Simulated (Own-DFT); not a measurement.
SiC (4H silicon carbide, atoms displaced) (calculated)

All values are calculated (Own-DFT development build). A calculation, not a measurement: plane-wave PBE density functional theory by an unreviewed code, no spin, of a simulated periodic cell, stress positive in tension, free energy of the whole cell less one offset for each atom, forces on such cells passed a denser k mesh, this cell's mesh not checked; offsets are fitted by least squares, one for each functional and potential file, so energies compare only between cells with the same atoms and settings and are not formation energies; the far tail of each file's local potential was reset to the Coulomb form; each entry is a single point on an unrelaxed cell, so the pressure reflects the starting lattice, mostly measured values (interpolated for alloys), from which strain is counted, and rises with the displacements; printed positions are rounded, which can move forces by about a meV/angstrom; the program, named Own-DFT, is a retired in-house code; no spin-orbit coupling.

Settings shared by all entries: functional PBE; potential files PseudoDojo norm-conserving, scalar-relativistic, standard set; wave cutoff 42 hartree; occupations Fermi-Dirac; smearing width 0.1 eV; hardware one NVIDIA H100; k mesh 4 x 4 x 3 centred on Gamma.

```json
{"entry": 1, "formula": "SiC", "kind": "4H silicon carbide, atoms displaced", "structure": {"cell_angstrom": [[9.2481, 0.0, 0.0], [-4.6241, 8.0091, 0.0], [0.0, 0.0, 10.0681]], "atoms_fractional": [["Si", 0.01423, 0.0121, 0.40734], ["Si", 0.10534, 0.2216, 0.1253], ["C", 0.99933, 0.00798, 0.08346], ["C", 0.09106, 0.20175, 0.33437], ["Si", 0.00848, 0.35291, 0.39102], ["Si", 0.10776, 0.54896, 0.15516], ["C", 0.98289, 0.33442, 0.10209], ["C", 0.08834, 0.56072, 0.34544], ["Si", 0.01762, 0.67111, 0.41903], ["Si", 0.08974, 0.87769, 0.14836], ["C", 0.99777, 0.66963, 0.09565], ["C", 0.1091, 0.87934, 0.35623], ["Si", 0.32476, 0.98623, 0.41956], ["Si", 0.44459, 0.23534, 0.16253], ["C", 0.33256, 0.99422, 0.09739], ["C", 0.44308, 0.24782, 0.32966], ["Si", 0.34385, 0.34076, 0.41497], ["Si", 0.46613, 0.57446, 0.16761], ["C", 0.32255, 0.32222, 0.08795], ["C", 0.44307, 0.57192, 0.3354], ["Si", 0.32904, 0.64629, 0.42311], ["Si", 0.44657, 0.888, 0.142], ["C", 0.339, 0.68019, 0.10199], ["C", 0.46373, 0.89797, 0.34595], ["Si", 0.65276, 0.98308, 0.39548], ["Si", 0.78082, 0.23075, 0.14763], ["C", 0.69115, 0.02461, 0.10272], ["C", 0.78714, 0.22316, 0.35967], ["Si", 0.685, 0.34395, 0.40493], ["Si", 0.77607, 0.54192, 0.1453], ["C", 0.66774, 0.32558, 0.11159], ["C", 0.77221, 0.56302, 0.34664], ["Si", 0.67931, 0.67865, 0.40473], ["Si", 0.78931, 0.89348, 0.15805], ["C", 0.64771, 0.66574, 0.09627], ["C", 0.79676, 0.91038, 0.35816], ["Si", 0.99765, 0.99536, 0.89739], ["Si", 0.87033, 0.76746, 0.65419], ["C", 0.00089, 0.99019, 0.603], ["C", 0.90515, 0.8025, 0.83801], ["Si", 0.99405, 0.67878, 0.91332], ["Si", 0.89177, 0.43672, 0.64515], ["C", 0.99143, 0.64028, 0.59268], ["C", 0.91922, 0.47583, 0.8348], ["Si", 0.0035, 0.34209, 0.90247], ["Si", 0.90884, 0.12393, 0.64813], ["C", 0.0299, 0.33891, 0.61336], ["C", 0.89678, 0.10824, 0.84903], ["Si", 0.66545, 0.98931, 0.90818], ["Si", 0.55918, 0.78667, 0.64234], ["C", 0.67367, 0.00283, 0.59201], ["C", 0.56986, 0.78749, 0.84095], ["Si", 0.67082, 0.66667, 0.89701], ["Si", 0.5501, 0.43331, 0.6465], ["C", 0.67329, 0.67772, 0.57946], ["C", 0.55586, 0.44886, 0.85284], ["Si", 0.69035, 0.33743, 0.92639], ["Si", 0.53198, 0.1165, 0.6527], ["C", 0.65447, 0.31989, 0.57558], ["C", 0.55203, 0.10697, 0.84022], ["Si", 0.30635, 0.98898, 0.91506], ["Si", 0.20923, 0.77034, 0.67136], ["C", 0.35243, 0.00926, 0.59454], ["C", 0.2179, 0.78735, 0.84418], ["Si", 0.32995, 0.6592, 0.90613], ["Si", 0.21695, 0.43915, 0.65872], ["C", 0.31863, 0.65885, 0.6017], ["C", 0.22469, 0.44832, 0.85681], ["Si", 0.33496, 0.33742, 0.90607], ["Si", 0.22002, 0.10441, 0.64905], ["C", 0.34097, 0.31835, 0.59479], ["C", 0.22175, 0.08783, 0.85498]]}, "results": {"free_energy_of_cell_above_offsets [eV]": "14.163", "pressure [GPa]": 12.37, "stress_xx [GPa]": -12.36, "stress_yy [GPa]": -15.18, "stress_zz [GPa]": -9.57, "stress_yz [GPa]": -1.46, "stress_xz [GPa]": -0.46, "stress_xy [GPa]": -1.65, "force_element": ["Si", "Si", "C", "C", "Si", "Si", "C", "C", "Si", "Si", "C", "C", "Si", "Si", "C", "C", "Si", "Si", "C", "C", "Si", "Si", "C", "C", "Si", "Si", "C", "C", "Si", "Si", "C", "C", "Si", "Si", "C", "C", "Si", "Si", "C", "C", "Si", "Si", "C", "C", "Si", "Si", "C", "C", "Si", "Si", "C", "C", "Si", "Si", "C", "C", "Si", "Si", "C", "C", "Si", "Si", "C", "C", "Si", "Si", "C", "C", "Si", "Si", "C", "C"], "force_x [eV/angstrom]": [-0.031, -0.407, 0.739, 1.096, 1.256, -0.029, 4.831, 7.058, -6.683, 2.72, -0.117, -0.527, 1.954, -0.488, -1.786, 3.003, -2.138, -6.792, 1.006, 2.099, -2.664, 0.404, 0.244, -8.239, 6.076, -0.088, -1.322, -1.431, -2.181, -2.16, -2.447, 3.047, -1.102, -1.662, 7.869, -0.092, 0.54, 3.476, 0.131, -1.394, 1.743, -0.452, -0.974, -1.972, -0.53, -2.031, -8.623, -1.978, -0.371, -0.053, -0.927, -1.41, -1.122, 2.264, -2.277, 1.943, -2.375, 11.01, 0.872, 0.151, 8.851, 0.597, -9.117, 1.067, 0.445, 7.608, 1.809, 0.638, 1.011, 1.056, -3.503, -7.108], "force_y [eV/angstrom]": [-3.406, 0.71, -3.349, 6.869, -5.164, 2.837, 2.127, -1.386, 1.372, 3.721, -2.397, 1.806, 1.838, -3.178, 0.839, -2.075, -0.476, -4.278, 2.974, -1.951, 3.685, 3.661, -4.552, -4.623, 6.345, -1.962, -5.548, 0.043, -0.894, 3.286, 1.156, -0.496, 0.808, 0.523, 3.012, -3.414, 4.651, 1.114, 1.104, -7.685, 0.24, -2.758, 5.001, -3.474, -1.185, -3.615, -3.187, 2.21, 3.966, 0.078, 1.228, -3.501, 1.369, 2.491, -3.029, -1.084, -1.218, 2.91, 2.147, 0.907, -0.215, 0.443, -6.924, -2.734, 3.613, 3.981, 0.733, -1.507, -1.697, -1.461, 1.725, 6.901], "force_z [eV/angstrom]": [1.929, 4.884, -0.128, -0.943, 1.739, 0.801, -3.598, -2.969, -0.511, 2.966, -1.084, -1.551, -4.078, -3.15, 0.241, 5.023, -3.273, -2.218, 0.178, 5.124, -2.672, 3.729, -2.126, -2.308, 4.621, 5.698, -2.367, -2.421, -3.176, 3.795, -2.87, -1.371, -1.976, 1.133, -3.401, -3.069, 1.913, 0.142, -2.108, -0.649, -2.007, 2.193, 1.117, 1.381, 0.431, 1.957, -5.241, -1.476, -0.283, 2.257, -0.709, -0.857, 1.532, 1.999, 2.768, -1.933, -4.214, 4.237, 4.182, 1.831, 2.247, -2.9, -1.935, 2.16, 0.941, 3.536, 0.484, -2.222, 0.376, 2.779, 0.382, -4.908], "wall_time [s]": 358.4}}
{"entry": 2, "formula": "SiC", "kind": "4H silicon carbide, atoms displaced", "structure": {"cell_angstrom": [[9.2481, 0.0, 0.0], [-4.6241, 8.0091, 0.0], [0.0, 0.0, 10.0681]], "atoms_fractional": [["Si", 0.00689, 0.98585, 0.40748], ["Si", 0.10843, 0.2233, 0.16112], ["C", 0.98657, 0.99595, 0.10309], ["C", 0.09631, 0.21821, 0.34293], ["Si", 0.9854, 0.32481, 0.41576], ["Si", 0.12067, 0.56126, 0.14787], ["C", 0.00823, 0.34331, 0.1026], ["C", 0.09368, 0.5381, 0.36321], ["Si", 0.99078, 0.67427, 0.40792], ["Si", 0.11512, 0.88506, 0.14281], ["C", 0.00706, 0.6685, 0.09739], ["C", 0.12483, 0.88843, 0.34203], ["Si", 0.32402, 0.00185, 0.4019], ["Si", 0.45534, 0.23242, 0.15217], ["C", 0.33699, 0.00184, 0.09743], ["C", 0.424, 0.18767, 0.35039], ["Si", 0.34543, 0.31969, 0.38913], ["Si", 0.44021, 0.53844, 0.15676], ["C", 0.3326, 0.33531, 0.09664], ["C", 0.4196, 0.55227, 0.3394], ["Si", 0.3228, 0.65613, 0.40674], ["Si", 0.43924, 0.89214, 0.17352], ["C", 0.31484, 0.65714, 0.10186], ["C", 0.42654, 0.87523, 0.34378], ["Si", 0.65755, 0.01245, 0.4329], ["Si", 0.78052, 0.21334, 0.1516], ["C", 0.67454, 5e-05, 0.09161], ["C", 0.78463, 0.20731, 0.3431], ["Si", 0.66579, 0.3376, 0.41691], ["Si", 0.7799, 0.57141, 0.15654], ["C", 0.65515, 0.34041, 0.09532], ["C", 0.77563, 0.55463, 0.34374], ["Si", 0.66542, 0.67428, 0.39128], ["Si", 0.76777, 0.87836, 0.1428], ["C", 0.66628, 0.65468, 0.08949], ["C", 0.77136, 0.87594, 0.33231], ["Si", 0.98199, 0.98027, 0.9285], ["Si", 0.87939, 0.77439, 0.65872], ["C", 0.0104, 0.00373, 0.58244], ["C", 0.86723, 0.74705, 0.85361], ["Si", 0.01423, 0.69038, 0.88798], ["Si", 0.91108, 0.46681, 0.67345], ["C", 0.00543, 0.64964, 0.57685], ["C", 0.89166, 0.45216, 0.83903], ["Si", 0.99121, 0.32991, 0.90759], ["Si", 0.91741, 0.13289, 0.64312], ["C", 0.99592, 0.33846, 0.59015], ["C", 0.8855, 0.10614, 0.86908], ["Si", 0.65171, 0.9904, 0.88889], ["Si", 0.55936, 0.78328, 0.65153], ["C", 0.67372, 0.02108, 0.60912], ["C", 0.54995, 0.78549, 0.85002], ["Si", 0.65239, 0.66006, 0.89865], ["Si", 0.531, 0.43105, 0.65254], ["C", 0.67381, 0.68089, 0.58722], ["C", 0.56758, 0.45302, 0.85268], ["Si", 0.64918, 0.33936, 0.89122], ["Si", 0.56083, 0.11482, 0.67121], ["C", 0.64478, 0.31588, 0.61759], ["C", 0.53865, 0.08122, 0.85571], ["Si", 0.33048, 0.00481, 0.90023], ["Si", 0.21556, 0.76698, 0.64655], ["C", 0.33022, 0.9851, 0.61018], ["C", 0.23731, 0.78317, 0.8501], ["Si", 0.35325, 0.67764, 0.91296], ["Si", 0.21534, 0.44494, 0.65847], ["C", 0.33784, 0.65458, 0.61177], ["C", 0.2176, 0.44479, 0.85916], ["Si", 0.33091, 0.33293, 0.90055], ["Si", 0.21507, 0.10451, 0.63671], ["C", 0.31161, 0.33509, 0.6088], ["C", 0.22219, 0.10513, 0.86767]]}, "results": {"free_energy_of_cell_above_offsets [eV]": "12.221", "pressure [GPa]": 11.14, "stress_xx [GPa]": -11.61, "stress_yy [GPa]": -13.83, "stress_zz [GPa]": -7.99, "stress_yz [GPa]": 1.84, "stress_xz [GPa]": 0.11, "stress_xy [GPa]": 0.79, "force_element": ["Si", "Si", "C", "C", "Si", "Si", "C", "C", "Si", "Si", "C", "C", "Si", "Si", "C", "C", "Si", "Si", "C", "C", "Si", "Si", "C", "C", "Si", "Si", "C", "C", "Si", "Si", "C", "C", "Si", "Si", "C", "C", "Si", "Si", "C", "C", "Si", "Si", "C", "C", "Si", "Si", "C", "C", "Si", "Si", "C", "C", "Si", "Si", "C", "C", "Si", "Si", "C", "C", "Si", "Si", "C", "C", "Si", "Si", "C", "C", "Si", "Si", "C", "C"], "force_x [eV/angstrom]": [-2.959, -0.267, 2.691, 2.822, 2.045, -5.342, -1.261, -0.112, 2.852, -0.764, -1.5, -3.803, 3.557, -2.848, -0.103, 2.728, -5.905, -1.885, 0.235, 5.72, -2.471, 1.621, 7.676, 0.984, 0.981, -0.968, -2.607, -3.983, 0.994, 3.646, 4.631, -1.558, -1.073, -0.608, -3.722, 0.144, 0.978, 1.798, -2.629, -1.155, 2.737, -1.561, -2.666, -0.252, 0.747, -1.74, 0.296, 0.027, 4.469, -0.249, 2.478, 4.314, 0.095, 1.496, -0.997, -7.401, 7.364, -2.396, 0.462, -2.045, 1.402, 2.001, -0.585, -1.967, -5.294, -1.366, -1.287, 0.469, -0.197, 2.905, 3.954, -3.793], "force_y [eV/angstrom]": [1.293, -0.22, -0.188, -0.92, 0.758, -3.053, -1.736, 3.062, -1.763, 1.307, -0.275, -1.762, -8.108, -3.482, 0.801, 10.56, 1.948, 3.629, -2.533, -1.871, 0.229, -0.631, 4.435, 1.552, -2.579, 1.658, -1.262, 0.817, -2.1, -3.195, 1.127, -0.162, -2.323, 0.282, 1.947, 2.961, 1.982, 0.529, -2.188, 5.009, -3.916, -4.118, 2.787, -0.448, 0.923, -3.331, 1.474, -0.363, 2.819, 0.145, -2.183, -3.138, 1.425, 2.195, -2.331, -0.336, -3.78, -3.173, 4.966, 6.51, -2.685, 0.253, 2.613, -0.618, -3.186, -0.17, 2.849, 0.455, -0.567, 1.068, -2.532, 0.857], "force_z [eV/angstrom]": [-4.249, -0.506, 0.523, 1.558, -2.726, 4.124, -1.914, -2.638, -3.193, 2.425, -1.699, -0.933, 4.689, 0.786, -0.851, -3.53, 1.937, 0.149, -0.706, -0.015, 1.564, -4.639, -2.359, 4.679, -4.965, 0.754, -0.862, 0.627, -0.219, -0.205, -1.34, 0.41, 1.979, 2.835, -1.01, 1.316, -3.163, -0.08, 2.189, -2.614, 4.082, -4.788, 4.167, 4.378, 1.881, 3.398, 2.638, -3.803, 5.363, 1.215, -0.032, -3.134, 2.553, 1.1, -0.149, -4.345, 4.038, 0.823, -3.359, -2.752, 2.962, 2.402, -3.06, -2.048, 1.742, 2.315, -3.314, -2.352, 1.873, 4.14, -2.828, -3.234], "wall_time [s]": 355.9}}
```
